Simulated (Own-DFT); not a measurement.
# Response to strain: wurtzite AlGaN with randomly placed atoms, 72 atoms (Al9Ga27N36)

Calculated results; nothing here was measured. The program, named Own-DFT, is a retired in-house plane-wave density functional code that no person has reviewed. Each row is one single-point run on a periodic cell that was not relaxed, without spin or spin-orbit coupling.

Settings of every run: PBE; PseudoDojo norm-conserving scalar-relativistic files (stringent for Ga); cutoff 96 hartree; 4 x 4 x 3 k mesh centred on Gamma; Gaussian smearing of 0.01 eV.

Known limits: forces on such cells passed a denser k mesh, each cell not checked; stress not checked against mesh or cutoff.

Unstrained cell vectors in Å: (9.509, 0.000, 0.000); (-4.755, 8.235, 0.000); (0.000, 0.000, 10.268). The unstrained cell has measured lattice constants (interpolated for alloys), not those of this functional. That, the random moves and any unrelaxed bonds set the pressure at no strain. Each run strains this cell uniformly, with the atoms carried along. Every atom was also moved at random, by a Gaussian of width 0.05 Å on each axis. The random placing of the alloy's atoms differs from row to row. Strain is the symmetric tensor, in per cent. Stress is positive in tension, and the pressure is minus a third of its trace.

```
run  e_xx (%)  e_yy (%)  e_zz (%)  s_xx (GPa)  s_yy (GPa)  s_zz (GPa)  P (GPa)  E (meV/atom)
  1     -1.00     -1.00      0.00       -9.23      -13.65      -11.44    11.44          45.9
  2      0.50      0.50      0.00       -2.04       -5.27       -8.69     5.33          31.2
  3     -0.50     -0.50      0.00       -8.86      -10.21       -8.60     9.22          34.1
  4     -2.75     -2.75      0.00      -24.30      -25.27      -12.18    20.58          95.5
  5     -0.25     -0.25      0.00       -5.32       -8.51      -10.72     8.19          27.0
  6     -3.00     -3.00      0.00      -27.55      -24.60      -13.05    21.73          97.4
  7     -2.25     -2.25      0.00      -18.87      -22.54      -10.79    17.40          61.2
  8      2.00      2.00      0.00        4.14        2.83       -4.09    -0.96           0.0
  9      0.25      0.25      0.00           ?           ?           ?        ?             ?
```

E is the free energy for each atom above the lowest run shown.

## Worked fit

The change of volume is close to e_xx + e_yy + e_zz. A straight line through the runs shown gives P = 7.53 - 230 x (fractional change of volume) GPa, with an error of 7 on the slope and a scatter of 0.65 GPa. The strain isn't the same on all axes and the cell isn't cubic, so the slope belongs to this path and is not the bulk modulus.

## Withheld run

Question: what pressure should run 9 give? Its volume changes by 0.50 %.

The line gives 6.4 GPa. The calculation gave 6.21 GPa.
